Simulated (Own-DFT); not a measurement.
# Point defects and the pressure they add: wurtzite GaN

The numbers are computed, not measured, by runs of the plane-wave DFT program Own-DFT (in-house, retired, unreviewed) at fixed positions, with no spin and no spin-orbit coupling.

Common settings: PBE; PseudoDojo norm-conserving scalar-relativistic files; cutoff 42 hartree; 4 x 4 x 3 k mesh centred on Gamma; Fermi-Dirac smearing of 0.1 eV.

Keep in mind (not all hold for every row): some atoms lie very close together; not probed for a lower state with spin; forces not confirmed at this smearing and k mesh; stress not checked against mesh or cutoff.

All runs share one cell, with vectors in Å (9.567, 0.000, 0.000); (-4.784, 8.285, 0.000); (0.000, 0.000, 10.370) and a volume of 822.0 Å³. u is the rms random offset of the atoms per axis. The defect's site can differ from row to row.

| cell | formula | u (Å) | P (GPa) |
|---|---|---|---|
| no defect | Ga36N36 | 0.0202 | 5.98 |
| no defect | Ga36N36 | 0.0439 | 6.96 |
| no defect | Ga36N36 | 0.0501 | 7.86 |
| one N on a Ga site | Ga35N37 | 0.0289 | ? |
| one N on a Ga site | Ga35N37 | 0.0306 | 5.43 |
| one N on a Ga site | Ga35N37 | 0.0509 | 6.76 |
| one N on a Ga site | Ga35N37 | 0.0510 | 7.02 |
| one Ga on an N site | Ga37N35 | 0.0307 | 11.97 |
| one Ga on an N site | Ga37N35 | 0.0506 | 13.21 |
| one Ga on an N site | Ga37N35 | 0.0525 | 13.62 |

## Worked fit

P = P0 + c u² + a shift for each defect gives P0 = 5.54 GPa, c = 858 ± 71 GPa/Å² and a scatter of 0.18 GPa. The shifts, and each times the cell's volume:

- one Ga on an N site: 5.60 ± 0.15 GPa, 28.7 eV
- one N on a Ga site: -0.89 ± 0.15 GPa, -4.6 eV

A positive shift means that the defect pushes the cell outwards. Shift times volume (160.2 GPa Å³ is 1 eV) depends little on the cell's size, so, taken for each site, it can be compared between cells at like pressure. The atoms around the defects weren't relaxed, which would change these numbers.

## Check

Q: what pressure belongs in the blank (one N on a Ga site, u = 0.0289 Å)?

Estimate: 5.37 ± 0.22 GPa. Computed: 5.48 GPa.
